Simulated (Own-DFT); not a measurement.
Al$_{3}$GaN$_{4}$ (wurtzite random alloy, strained, atoms displaced) (calculated)

A calculation, not a measurement: plane-wave PBE density functional theory by an unreviewed code, no spin, of a simulated periodic cell, stress positive in tension, free energy of the whole cell less one offset for each atom, forces on such cells passed a denser k mesh, this cell's mesh not checked; offsets are fitted by least squares, one for each functional and potential file, so energies compare only between cells with the same atoms and settings and are not formation energies; the far tail of each file's local potential was reset to the Coulomb form; each entry is a single point on an unrelaxed cell, so the pressure reflects the starting lattice, mostly measured values, from which strain is counted, and rises with the displacements; printed positions are rounded, which can move forces by about a meV/angstrom; the program is a retired in-house code; no spin-orbit coupling. Program: Own-DFT development build.

Al$_{3}$GaN$_{4}$ (wurtzite random alloy, strained, atoms displaced)

```
CELL_PARAMETERS angstrom
9.39380 0.00000 0.00000
-4.69690 8.13520 0.00000
0.00000 0.00000 10.36750
ATOMIC_POSITIONS crystal
Al 0.09827 0.21979 0.00283
Ga 0.21287 0.10773 0.24612
N 0.10789 0.21495 0.19085
N 0.22177 0.11235 0.44091
Al 0.11116 0.22077 0.50436
Al 0.22756 0.12035 0.75435
N 0.10597 0.22859 0.69983
N 0.22144 0.10966 0.94336
Al 0.10392 0.54941 0.00259
Al 0.21380 0.43370 0.26288
N 0.11542 0.56251 0.19034
N 0.22419 0.44393 0.43611
Al 0.11585 0.54289 0.49909
Al 0.21755 0.43531 0.75865
N 0.11072 0.55876 0.69333
N 0.22557 0.44039 0.93308
Al 0.11178 0.89156 0.00738
Al 0.21983 0.78230 0.24430
N 0.11288 0.89012 0.19353
N 0.21905 0.77742 0.43992
Al 0.10897 0.88583 0.49551
Al 0.22553 0.77718 0.75253
N 0.10853 0.88388 0.69203
N 0.20801 0.77706 0.93546
Al 0.45416 0.23234 0.00649
Al 0.56056 0.11933 0.23932
N 0.44385 0.21516 0.18972
N 0.54910 0.11572 0.43564
Ga 0.44442 0.22801 0.49330
Al 0.55853 0.12055 0.75080
N 0.44533 0.22369 0.68982
N 0.56537 0.11212 0.94246
Ga 0.44614 0.54720 0.99366
Al 0.55381 0.44133 0.24774
N 0.45705 0.55940 0.18056
N 0.54483 0.43972 0.44414
Al 0.43756 0.54996 0.49549
Al 0.55895 0.44824 0.75152
N 0.44671 0.56735 0.68985
N 0.55718 0.44575 0.94120
Ga 0.45317 0.89704 0.00631
Al 0.55539 0.77653 0.25534
N 0.45334 0.88719 0.19514
N 0.55450 0.78854 0.43172
Al 0.44311 0.88667 0.50511
Ga 0.55959 0.78324 0.76173
N 0.45031 0.88428 0.68702
N 0.55780 0.78359 0.93102
Al 0.77567 0.21285 0.99746
Al 0.87673 0.10066 0.24096
N 0.76593 0.21787 0.18732
N 0.89550 0.11968 0.43916
Al 0.78630 0.22449 0.50094
Al 0.89190 0.11561 0.75935
N 0.78472 0.22759 0.68707
N 0.89448 0.11633 0.94176
Ga 0.77904 0.55833 0.00016
Al 0.88583 0.43993 0.24798
N 0.77895 0.55765 0.18339
N 0.89094 0.43772 0.43975
Ga 0.78188 0.56181 0.49421
Ga 0.88462 0.44437 0.75114
N 0.78136 0.56232 0.68282
N 0.89075 0.44896 0.94262
Al 0.77601 0.89295 0.00302
Ga 0.90156 0.78217 0.25533
N 0.77133 0.88930 0.19524
N 0.87767 0.77259 0.44273
Al 0.77674 0.88525 0.49521
Al 0.87999 0.76866 0.74585
N 0.78515 0.88510 0.68489
N 0.89683 0.77639 0.93182
```

```
functional      : PBE
potential files : PseudoDojo norm-conserving, scalar-relativistic, standard set with the stringent files for Ga
wave cutoff     : 96 hartree
occupations     : Gaussian
smearing width  : 0.01 eV
k mesh          : 4 x 4 x 3 centred on Gamma
```

Question: What stress zz does the calculation give for Al$_{3}$GaN$_{4}$ (wurtzite random alloy, strained, atoms displaced)?
Answer: 4.45 GPa

Question: What stress yy does the calculation give for Al$_{3}$GaN$_{4}$ (wurtzite random alloy, strained, atoms displaced)?
Answer: -3.82 GPa

Further results for Al$_{3}$GaN$_{4}$ (wurtzite random alloy, strained, atoms displaced):

```
free energy of cell above offsets : -21.537 eV
pressure                          : 1.13 GPa
stress xx                         : -4.01 GPa
stress yz                         : -0.45 GPa
stress xz                         : -0.04 GPa
stress xy                         : 0.81 GPa
```

Force:
```
element  x (eV/Å)  y (eV/Å)  z (eV/Å)
     Al     3.468     1.096      0.16
     Ga      1.87     0.756       1.6
      N    -2.633     1.404     -0.99
      N    -1.544    -0.807    -0.187
     Al    -0.112    -0.372     0.372
     Al     -0.29    -1.915    -0.029
      N      1.46    -1.286    -1.638
      N     0.034     1.063     0.432
     Al     1.167     1.478    -0.477
     Al     0.426     1.252    -3.175
      N    -0.012    -1.701    -0.053
      N     0.413    -1.123     1.015
     Al    -2.413     2.331     1.213
     Al    -0.246     2.932    -1.597
      N     1.436    -0.811    -0.938
      N    -1.818    -0.439     2.028
     Al    -0.088    -0.254    -1.792
     Al     2.276    -0.429     1.689
      N     0.587    -0.265    -1.607
      N     0.423    -0.802    -0.695
     Al     0.253     0.245     1.953
     Al    -0.673     0.413    -0.497
      N     0.018     1.141     -0.87
      N      1.81    -0.347     1.368
     Al    -0.678    -1.688     -0.82
     Al    -0.918    -2.572     2.927
      N    -0.746     1.534    -0.746
      N     2.438    -0.823    -0.255
     Ga     0.543    -1.945     1.538
     Al     0.653    -1.395    -0.558
      N    -0.252       0.7     0.852
      N    -1.687     1.329    -1.217
     Ga    -1.715     1.812     1.066
     Al     0.131     0.421     0.336
      N    -1.328    -0.808     2.007
      N     0.415     2.647    -2.398
     Al     0.639     2.091     1.527
     Al    -0.513     0.236    -0.985
      N     0.318    -2.727    -0.485
      N     1.323    -1.332    -1.766
     Ga    -1.283    -1.971    -0.204
     Al    -0.126    -0.727    -0.856
      N    -1.822     0.719    -0.548
      N     1.028    -1.641     1.358
     Al    -0.752     1.057    -0.894
     Ga     0.667     0.026    -3.966
      N    -1.855     1.845      0.41
      N     1.012    -0.066     4.328
     Al    -0.242     2.359     0.738
     Al     0.173     2.079     2.094
      N     2.883     1.135    -1.163
      N     0.227    -1.324    -0.717
     Al    -1.766    -0.913    -0.082
     Al    -0.346    -1.263    -1.812
      N    -0.478    -1.707     0.484
      N    -1.358    -1.401    -0.053
     Ga       0.3     0.611    -0.115
     Al      0.16       0.6     0.289
      N     0.251    -0.851     2.168
      N     0.157     0.825    -1.097
     Ga     0.132    -2.771     1.106
     Ga     0.647      1.07     0.017
      N    -1.038    -1.709     0.745
      N     0.487    -2.268     0.017
     Al     1.004    -1.401    -0.372
     Ga    -2.448    -1.311    -0.191
      N     1.017    -0.667    -1.712
      N     1.497     2.356    -1.301
     Al    -1.399     1.284     1.148
     Al     1.718     2.045     0.636
      N    -1.012     1.612     0.117
      N    -1.867     1.328     1.119
```
